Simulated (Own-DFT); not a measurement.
# How strain changes the stress of 6H (3C twinned every three layers) SiC, 108 atoms (C54Si54)

The numbers are computed, not measured, by runs of the plane-wave DFT program Own-DFT (in-house, retired, unreviewed) at fixed positions, with no spin and no spin-orbit coupling.

Method: PBE; PseudoDojo norm-conserving scalar-relativistic files; cutoff 42 hartree; 4 x 4 x 2 k mesh centred on Gamma; Fermi-Dirac smearing of 0.1 eV.

Known weak points: forces on such cells passed a denser k mesh, each cell not checked; stress not checked against mesh or cutoff.

Unstrained cell vectors in Å: (6.539, -6.539, 0.000); (0.000, 6.539, -6.539); (8.719, 8.719, 8.719). The unstrained cell has measured lattice constants (interpolated for alloys), not those of this functional. That, the random moves and any unrelaxed bonds set the pressure at no strain. A uniform strain is put on this cell, atoms riding along. All atoms carry random offsets, Gaussian with a width of 0.05 Å per axis. Stress is counted positive in tension, P = -(s_xx + s_yy + s_zz)/3, and strain components are those of the symmetric tensor.

| run | e_xx (%) | e_yy (%) | e_zz (%) | e_yz (%) | e_xz (%) | e_xy (%) | s_xx (GPa) | s_yy (GPa) | s_zz (GPa) | s_yz (GPa) | s_xz (GPa) | s_xy (GPa) | P (GPa) | E (meV/atom) |
|---|---|---|---|---|---|---|---|---|---|---|---|---|---|---|
| 1 | 0.28 | -1.66 | 0.45 | -1.83 | 0.65 | 0.96 | -6.55 | -11.96 | -4.84 | -7.44 | 2.80 | 4.00 | 7.78 | 39.8 |
| 2 | -0.36 | 0.75 | 0.17 | -1.67 | -0.79 | -1.66 | -6.33 | -1.98 | -5.02 | -9.04 | -5.15 | -9.40 | 4.44 | 31.2 |
| 3 | -0.35 | -1.51 | -1.70 | -0.17 | -0.62 | 0.27 | -10.28 | -16.83 | -14.57 | -1.32 | -3.38 | 1.12 | 13.89 | 40.4 |
| 4 | -0.98 | -1.72 | -1.81 | 0.88 | -1.29 | 0.92 | -13.42 | -20.75 | -16.75 | 4.34 | -4.96 | 2.42 | 16.97 | 67.0 |
| 5 | 0.67 | -1.43 | 1.23 | 1.13 | -1.99 | 0.80 | -2.05 | -13.23 | -0.21 | 5.26 | -9.10 | 4.42 | 5.16 | 46.7 |
| 6 | 1.61 | 0.56 | -0.19 | -0.44 | 1.32 | -0.42 | 3.40 | -0.45 | -4.31 | -1.95 | 4.09 | -2.86 | 0.45 | 0.0 |
| 7 | -1.56 | -1.42 | -1.15 | 0.03 | -1.84 | -0.55 | -16.62 | -17.71 | -15.11 | -4.20 | -11.00 | -5.56 | 16.48 | 71.6 |
| 8 | 1.30 | 0.24 | -0.23 | 0.97 | 1.88 | -1.95 | 0.19 | -2.78 | -5.33 | 4.51 | 7.27 | -6.54 | 2.64 | 34.6 |
| 9 | -1.27 | -0.13 | 0.42 | -1.15 | 1.37 | -1.54 | -12.66 | -5.65 | -5.82 | -5.85 | 5.34 | -6.98 | 8.04 | 35.6 |
| 10 | 0.98 | 0.84 | -0.23 | -0.77 | -1.14 | 0.58 | -0.67 | -1.63 | -3.75 | -3.26 | -4.72 | 1.43 | 2.02 | 25.1 |
| 11 | 1.33 | 0.36 | 2.00 | 1.84 | 1.11 | 0.30 | 4.18 | -0.96 | 3.70 | 8.05 | 4.69 | 3.19 | -2.31 | 19.9 |
| 12 | -1.57 | 0.20 | 1.35 | 0.64 | -1.13 | 0.73 | -10.21 | -5.19 | -0.78 | 2.30 | -5.06 | 2.73 | 5.39 | 17.5 |
| 13 | 1.21 | 1.77 | 1.57 | -0.30 | -0.49 | 0.95 | 2.85 | 4.77 | 4.82 | -1.35 | -2.19 | 3.89 | -4.15 | 16.6 |
| 14 | 1.19 | -0.38 | 0.83 | 0.60 | -0.76 | -0.02 | 1.17 | -4.02 | -2.22 | 3.21 | -3.31 | -0.11 | 1.69 | 13.3 |
| 15 | -1.36 | -1.40 | 1.69 | 1.22 | -1.76 | -0.27 | -10.99 | -12.48 | -0.40 | 3.83 | -7.47 | -1.06 | 7.96 | 36.7 |
| 16 | -1.53 | -1.19 | -1.72 | 0.32 | 1.71 | -1.58 | -18.27 | -13.23 | -19.89 | -0.08 | 7.42 | -8.88 | 17.13 | 77.2 |
| 17 | -1.07 | -0.20 | 0.10 | 1.05 | -0.50 | -0.74 | ? | ? | ? | ? | ? | ? | ? | ? |

E is the free energy per atom, counted from the lowest run shown.

## What the rows give

Least squares on the runs shown: each stress against a constant and the strains, taken as fractions with shears doubled. Shear strains stay in the fit of a normal stress only where such slopes are resolved. The slopes, in GPa:

```
stress,at no strain,per e_xx,per e_yy,per e_zz,scatter
s_xx,-5.8,496 ± 25,85 ± 29,138 ± 23,1.00
s_yy,-5.9,99 ± 43,529 ± 49,116 ± 39,1.70
s_zz,-6.1,126 ± 30,93 ± 35,472 ± 27,1.21
```

The slope of each shear stress on twice its own strain, from a fit on all six strains: yz 221 ± 14, xz 233 ± 12, xy 219 ± 15 GPa. These are stiffnesses along x, y and z of the frame in which the cell vectors are given, which need not be the crystal's axes. The atoms are held to the strained lattice; where symmetry lets them move under strain, relaxing them would lower some slopes. The table should be nearly symmetric about its diagonal, and what it lacks of that shows the noise. A ninth of the table's sum, 239 ± 5 GPa, estimates the bulk modulus near the mean pressure of these runs, 6.5 GPa, so it lies above the value at zero pressure.

## Test on the hidden row

The question: what normal stresses and pressure should run 17 give?

The fitted form gives s_xx = -11.1, s_yy = -7.9, s_zz = -7.1 and P = 8.7 GPa. The run itself gave -9.77, -8.17, -6.32 and P = 8.09 GPa.
